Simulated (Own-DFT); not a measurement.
# A layer strained by its substrate: wurtzite AlGaN with randomly placed atoms, 96 atoms (Al12Ga36N48)

Calculated, not measured: single-point runs of Own-DFT, a retired in-house plane-wave DFT program that no person has reviewed, on unrelaxed cells, without spin or spin-orbit coupling.

Common settings: PBE; PseudoDojo norm-conserving scalar-relativistic files (stringent for Ga); cutoff 96 hartree; 3 x 4 x 3 k mesh centred on Gamma; Gaussian smearing of 0.01 eV.

Known weak points: k mesh not checked against a denser one; stress not checked against mesh or cutoff.

Unstrained cell vectors in Å: (12.679, 0.000, 0.000); (-4.755, 8.235, 0.000); (0.000, 0.000, 10.268). The unstrained cell has measured lattice constants (interpolated for alloys), not those of this functional. That, the random moves and any unrelaxed bonds set the pressure at no strain. Each run strains x and y alike by e, as a substrate would, and holds the height along z. Each coordinate of each atom was shifted by a normal deviate of width 0.05 Å. The random placing of the alloy's atoms differs from row to row. Stress is positive in tension.

```
e (%)  u (Å)  (s_xx + s_yy)/2 (GPa)  s_zz (GPa)
-3.00  0.045                 -26.59      -10.85
-2.00  0.051                 -19.45       -9.70
-1.50  0.051                 -16.13       -9.26
-0.75  0.052                 -11.56       -8.63
-0.50  0.051                  -9.79       -8.39
 0.50  0.048                  -3.60       -7.39
 0.75  0.053                  -3.20       -6.77
 1.75  0.051                      ?           ?
 2.50  0.052                   4.86       -3.98
 3.00  0.050                   7.49       -3.66
```

## Working it out

With e as a fraction, the in-plane stress is -6.9 + 564 e - 3060 e² GPa (errors 6 and 340, scatter 0.35), and s_zz is -7.7 + 121 e + 725 e² GPa (slope ± 4, scatter 0.21). At e = 0 the first slope is C11 + C12 and the second 2 C13, both with the ions held to the strained lattice and at the cell's own pressure. The term in e² is negative: the layer stiffens under compression and softens under tension. A free layer would change its height as e changes, and the in-plane slope would drop by 2 C13²/C33 to the biaxial modulus. At fixed height, a misfit of 1 % moves the in-plane stress by about 5.6 GPa and s_zz by 1.2 GPa.

## The run left out

Asked: what are the two stresses at e = 1.75 %?

From the fit: 2.0 and -5.4 GPa. The calculation gave 1.87 and -5.65 GPa.
